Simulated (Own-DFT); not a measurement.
# Misfit strain and the stress it brings: wurtzite AlN, 72 atoms (Al36N36)

Everything here is calculated. The program is Own-DFT (plane waves, in-house, since retired, never reviewed by a person); positions were held fixed, and spin and spin-orbit coupling were off.

All runs used: PBE; PseudoDojo norm-conserving scalar-relativistic files; cutoff 42 hartree; 4 x 4 x 3 k mesh centred on Gamma; Gaussian smearing of 0.01 eV.

Keep in mind: k mesh not checked against a denser one; stress not checked against mesh or cutoff.

Unstrained cell vectors in Å: (9.336, 0.000, 0.000); (-4.668, 8.085, 0.000); (0.000, 0.000, 9.964). The unstrained cell has measured lattice constants (interpolated for alloys), not those of this functional. That, the random moves and any unrelaxed bonds set the pressure at no strain. Each run strains x and y alike by e, as a substrate would, and holds the height along z. Random moves of width 0.05 Å per axis were added to every atom. Stress is positive in tension.

```
e (%),u (Å),(s_xx + s_yy)/2 (GPa),s_zz (GPa)
-3.00,0.049,-26.33,-10.13
-2.75,0.049,-23.71,-9.75
-2.50,0.054,?,?
-1.25,0.045,-13.09,-6.83
-1.00,0.049,-11.89,-6.41
-0.50,0.052,-8.36,-8.61
-0.25,0.051,-7.80,-4.90
1.50,0.048,3.67,-6.53
2.75,0.050,8.34,-2.08
3.00,0.054,9.09,-2.01
```

## Analysis

With e as a fraction, the in-plane stress is -5.4 + 592 e - 3238 e² GPa (errors 10 and 541, scatter 0.60), and s_zz is -6.2 + 123 e GPa (slope ± 22, scatter 1.38). At e = 0 the first slope is C11 + C12 and the second 2 C13, both with the ions held to the strained lattice and at the cell's own pressure. The term in e² is negative: the layer stiffens under compression and softens under tension. A free layer would change its height as e changes, and the in-plane slope would drop by 2 C13²/C33 to the biaxial modulus. At fixed height, a misfit of 1 % moves the in-plane stress by about 5.9 GPa and s_zz by 1.2 GPa.

## Test on the hidden row

Question: what are the two stresses at e = -2.50 %?

From the fit: -22.2 and -9.2 GPa. Computed: -23.03 and -8.67 GPa.
